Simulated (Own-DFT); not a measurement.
## Calculated data, HfO$_{2}$ (monoclinic hafnia, strongly disordered by large displacements)

A calculation, not a measurement: plane-wave PBE density functional theory by an unreviewed code, no spin, of a simulated periodic cell, stress positive in tension, free energy of the whole cell less one offset for each atom, some atoms lie very close together; broken bonds can close the gap or carry spin, so checks made on this kind of crystal may not hold here; hafnium file: forces about 75 meV/angstrom off all-electron values; oxygen file: force components 24 meV/angstrom off all-electron in one glass; forces on such cells passed a denser k mesh, this cell's mesh not checked; offsets are fitted by least squares, one for each functional and potential file, so energies compare only between cells with the same atoms and settings and are not formation energies; the far tail of each file's local potential was reset to the Coulomb form; each entry is a single point on an unrelaxed cell, so the pressure reflects the starting lattice, mostly measured values, from which strain is counted, and rises with the displacements; printed positions are rounded, which can move forces by about a meV/angstrom; the program is a retired in-house code; no spin-orbit coupling; before rounding, a Quantum ESPRESSO 7.3.1 run of the same cell and cutoff gave forces within 1 meV/angstrom rms on each cell, which checks the program and not the settings. Program: Own-DFT development build.

```xyz
96
Lattice="10.2340 0.0000 0.0000 0.0000 10.3500 0.0000 -1.6955 0.0000 10.4453" Properties=species:S:1:pos:R:3:force_x:R:1:force_y:R:1:force_z:R:1 formula=HfO2 functional=PBE potential_files=PseudoDojo_norm-conserving,scalar-relativistic,standard_set wave_cutoff=72 occupations=Fermi-Dirac smearing_width=0.1 k_mesh=2_x_2_x_2_centred_on_Gamma free_energy_of_cell_above_offsets=-56.594 pressure=19.79 stress_xx=-22.1 stress_yy=-20.94 stress_zz=-16.32 stress_yz=-0.19 stress_xz=-1.74 stress_xy=-0.86
Hf     1.1329     0.3654     0.9074     -2.728     -4.587      4.287
Hf     3.4423     2.5068     1.4649     -7.317       7.36     -2.885
Hf     3.1129     5.0260     4.2727     -5.574     -2.903     -7.804
Hf     0.7403     2.6425     3.7575      2.587     -4.189     -1.351
O     -0.0462     1.7548     1.7087      3.047     -0.912      0.239
O      4.7932     4.2929     0.7022     -2.714     -1.831     -0.515
O      3.8257     3.4118     3.1641      3.342        0.8      4.297
O     -0.2213     0.9106     4.3526     -2.364     -0.634     -0.546
O      1.7956     4.0097     2.2650     -1.295     -0.668      2.744
O      2.6494     1.1505     0.0925      3.334      2.473     -3.491
O      2.4178     1.1964     2.5262     -1.208     -0.629      2.223
O      1.4934     3.8993     5.2277     -0.553     -2.457     -0.274
Hf     0.4678     0.2149     6.6743      2.461     -5.842     -7.114
Hf     2.7755     2.8756     6.8200     -3.025         -5     -1.471
Hf     2.3838     4.9633     9.1608     -4.363     -0.673      5.281
Hf     0.1176     2.4405     8.8321     -2.437      0.882      3.336
O     -0.7578     1.4399     6.7597     -5.793      8.424      3.154
O      3.6242     4.4616     6.1722      0.192     -1.979      0.266
O      3.5253     3.2859     8.6896     -3.045      1.581     -1.233
O     -1.1207     0.5556     9.5341      0.203      3.095     -2.973
O      1.1663     3.9512     7.8841     -0.155     -2.755      -3.28
O      1.8012     1.0882     5.4043      3.592      2.769     -0.926
O      1.6816     1.2965     7.7819      0.602      1.332      4.209
O      0.4498     3.9102    10.2318       1.41     -3.125     -1.438
Hf     1.0717     5.5952     1.2059      10.21     -4.382     -3.556
Hf     3.5033     7.9835     1.6405     -5.204     -0.929     -3.478
Hf     2.9174    10.0500     4.0714     -0.281       1.99      1.173
Hf     0.6682     7.7381     3.6809      0.309      0.041       0.28
O     -0.0794     6.7127     1.9265     -2.743      4.574      3.173
O      4.4816     9.4411     0.7478      3.366       1.03      1.985
O      4.0431     8.2808     3.4592       2.09      2.585      2.721
O     -0.2854     6.3037     4.6016     -1.102     -2.948      0.052
O      1.8406     9.0821     2.5587      0.256       1.14     -1.422
O      0.8172     6.4127    10.4062      5.321      0.738      2.914
O      2.5156     6.6133     2.6944     -2.096      -2.77      1.601
O      1.4890     8.9899     5.0461     -0.541     -1.375      1.383
Hf     0.4623     5.3198     6.3357     -1.405      3.435      0.244
Hf     2.7448     8.0770     6.7886     -6.421     -6.816      0.751
Hf     2.2415    10.0758     9.4640     -1.664      0.256     -1.666
Hf    -0.0899     7.6243     9.0825      3.445       1.61     -4.047
O     -0.6624     7.0815     6.9470      4.685     -3.936      0.581
O      3.6364     9.3848     6.1587      5.872      6.683      -3.81
O      3.3163     8.7464     8.4905       1.76     -0.184      3.429
O     -1.0606     6.1819     9.5039     -7.527     -5.442       0.77
O      0.8998     9.0630     7.8059      2.255     -0.823      1.227
O      2.1989     6.1259     5.3982     -2.569      5.147      2.277
O      1.6747     6.2267     7.9752     -1.642      3.013     -2.542
O      0.5759     8.9217    10.3358      1.291      2.188      2.281
Hf     6.3279     0.1937     1.2187      2.257      0.033      0.806
Hf     8.6282     2.7820     1.5650     -1.336      1.225     -3.845
Hf     7.7665     5.0428     3.9603      5.607     -2.266      2.334
Hf     5.9123     2.5038     3.6758      -2.29     -3.091     -0.688
O      4.8887     1.7020     1.8920       9.41     -5.169       1.72
O      9.8430     4.5895     0.8052     -5.068     -4.149     -0.415
O      9.2897     3.2756     3.2924     -2.097      4.271      3.945
O      4.7182     0.8137     4.5115      1.053      0.839     -0.551
O      6.9806     3.8475     2.3406     -2.009      2.167      2.515
O      8.1442     1.3199     0.3070     -2.555      -1.37     -2.688
O      7.4624     1.4122     2.7932     -1.601     -0.615     -0.115
O      6.2387     3.8177     5.1718      0.715      0.731     -1.635
Hf     5.6108     0.2561     6.4260      1.236     -5.006     -3.092
Hf     7.7805     2.7798     6.6417     -0.044      1.251       3.68
Hf     7.3868     4.9047     9.3875     -0.774      4.082     -0.518
Hf     5.1092     2.4110     8.8468      5.087     -1.466      2.896
O      4.4400     1.5355     7.0588       -2.9      3.748       1.59
O      8.7616     4.3890     6.2392      1.605      0.288     -1.312
O      8.2784     3.3945     8.8881      3.826     -4.492     -2.474
O      3.9054     0.9250     9.9410      0.282      0.985     -2.449
O      6.2053     4.0369     7.7281     -1.461     -1.502     -1.007
O      7.2484     1.6077     5.2470     -1.886     -2.695     -1.494
O      6.8605     1.1215     7.7670     -0.547      2.428      0.998
O      5.8020     4.0351    10.3544       -0.5     -2.164     -0.684
Hf     6.1969     5.4153     0.9853      3.622     -2.014     -1.495
Hf     8.6399     7.7702     1.4259      -0.15        6.9      1.477
Hf     8.1260    10.2174     4.3812      2.702     -1.915     -2.364
Hf     5.7269     7.1542     3.7275      10.36      16.45     -5.442
O      5.0467     6.8030     1.6795      1.893      0.283      1.229
O      9.7236     9.3739     0.6164       0.35     -1.235      1.393
O      9.1945     8.5963     3.2704      3.071      0.046      2.842
O      4.7434     6.0000     4.2958     -6.156     -9.755      5.274
O      7.4440     9.2407     2.4204     -4.584      1.028     -1.607
O      7.8928     6.5718     0.1308     -1.178     -1.789      -1.57
O      7.5818     6.4756     2.6864     -2.463     -1.024      0.042
O      6.5775     8.8872     5.0787     -0.469      0.441     -0.066
Hf     5.2051     5.4115     6.2474      8.216      1.502      5.675
Hf     7.9491     7.8325     6.9023     -5.796      0.178     -2.322
Hf     7.2584    10.0710     9.3300      0.974      0.482      0.608
Hf     5.1630     7.5660     9.1081     -0.457     -0.825     -5.731
O      4.3075     6.8474     7.1080     -0.399      1.197     -1.216
O      8.8343     9.3906     6.2896      0.887      3.644     -3.369
O      8.4631     8.5781     8.5933     -0.733      0.819      2.524
O      4.0105     5.8712     9.2603      2.453      1.652      2.626
O      6.2258     9.1723     7.8510     -2.241     -0.861     -1.402
O      7.0618     6.3077     5.2356      -1.77      0.493      0.304
O      6.5604     6.5585     7.8997      0.378     -1.163      1.122
O      5.6239     9.0205    10.2210     -0.378      2.051      2.896
```

Units: wave_cutoff in hartree; smearing_width, free_energy_of_cell_above_offsets in eV; pressure, stress_xx, stress_yy, stress_zz, stress_yz, stress_xz, stress_xy in GPa; force_x, force_y, force_z in eV/Å.
